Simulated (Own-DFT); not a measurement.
# Strain and stress in grey tin, 64 atoms (Sn64)

Calculated results; nothing here was measured. The program, named Own-DFT, is a retired in-house plane-wave density functional code that no person has reviewed. Each row is one single-point run on a periodic cell that was not relaxed, without spin or spin-orbit coupling.

Settings of every run: PBE; PseudoDojo norm-conserving scalar-relativistic files; cutoff 42 hartree; 3 x 3 x 3 k mesh centred on Gamma; cold (Marzari-Vanderbilt) smearing of 0.2 eV.

Known limits: forces on such cells moved up to 12 meV/angstrom on a denser k mesh; stress not checked against mesh or cutoff.

Unstrained cell vectors in Å: (12.978, 0.000, 0.000); (0.000, 12.978, 0.000); (0.000, 0.000, 12.978). The unstrained cell has measured lattice constants (interpolated for alloys), not those of this functional. That, the random moves and any unrelaxed bonds set the pressure at no strain. Each run strains this cell uniformly, with the atoms carried along. Every atom was also moved at random, by a Gaussian of width 0.05 Å on each axis. Strain is the symmetric tensor, in per cent. Stress is positive in tension, and the pressure is minus a third of its trace.

| run | e_xx (%) | e_yy (%) | e_zz (%) | s_xx (GPa) | s_yy (GPa) | s_zz (GPa) | P (GPa) | E (meV/atom) |
|---|---|---|---|---|---|---|---|---|
| 1 | -2.25 | -2.25 | 0.00 | -6.48 | -6.50 | -5.86 | 6.28 | 68.0 |
| 2 | 0.50 | 0.50 | 0.00 | -3.12 | -3.03 | -3.22 | 3.12 | 11.2 |
| 3 | -0.25 | -0.25 | 0.00 | -3.91 | -3.95 | -3.82 | 3.89 | 21.8 |
| 4 | -0.25 | -0.25 | 0.00 | -3.87 | -3.89 | -3.79 | 3.85 | 18.0 |
| 5 | 1.00 | 1.00 | 0.00 | -2.50 | -2.50 | -2.77 | 2.59 | 0.0 |
| 6 | 0.50 | 0.50 | 0.00 | -3.13 | -3.13 | -3.20 | 3.15 | 14.3 |
| 7 | -2.25 | -2.25 | 0.00 | -6.43 | -6.46 | -5.74 | 6.21 | 61.1 |
| 8 | -3.00 | -3.00 | 0.00 | -7.57 | -7.61 | -6.66 | 7.28 | 90.6 |
| 9 | 1.00 | 1.00 | 0.00 | -2.59 | -2.58 | -2.90 | 2.69 | 9.6 |
| 10 | -3.00 | -3.00 | 0.00 | -7.57 | -7.55 | -6.64 | 7.25 | 86.0 |
| 11 | -1.25 | -1.25 | 0.00 | ? | ? | ? | ? | ? |

E is the free energy for each atom above the lowest run shown.

## Worked fit

The change of volume is close to e_xx + e_yy + e_zz. A straight line through the runs shown gives P = 3.72 - 58 x (fractional change of volume) GPa, with an error of 1 on the slope and a scatter of 0.11 GPa. The strain isn't the same on all axes, but the crystal is cubic, so the slope still estimates the bulk modulus, averaged over pressures from 2.6 to 7.3 GPa.

## Withheld run

Question: what pressure should run 11 give? Its volume changes by -2.48 %.

The line gives 5.2 GPa. The calculation gave 5.12 GPa.
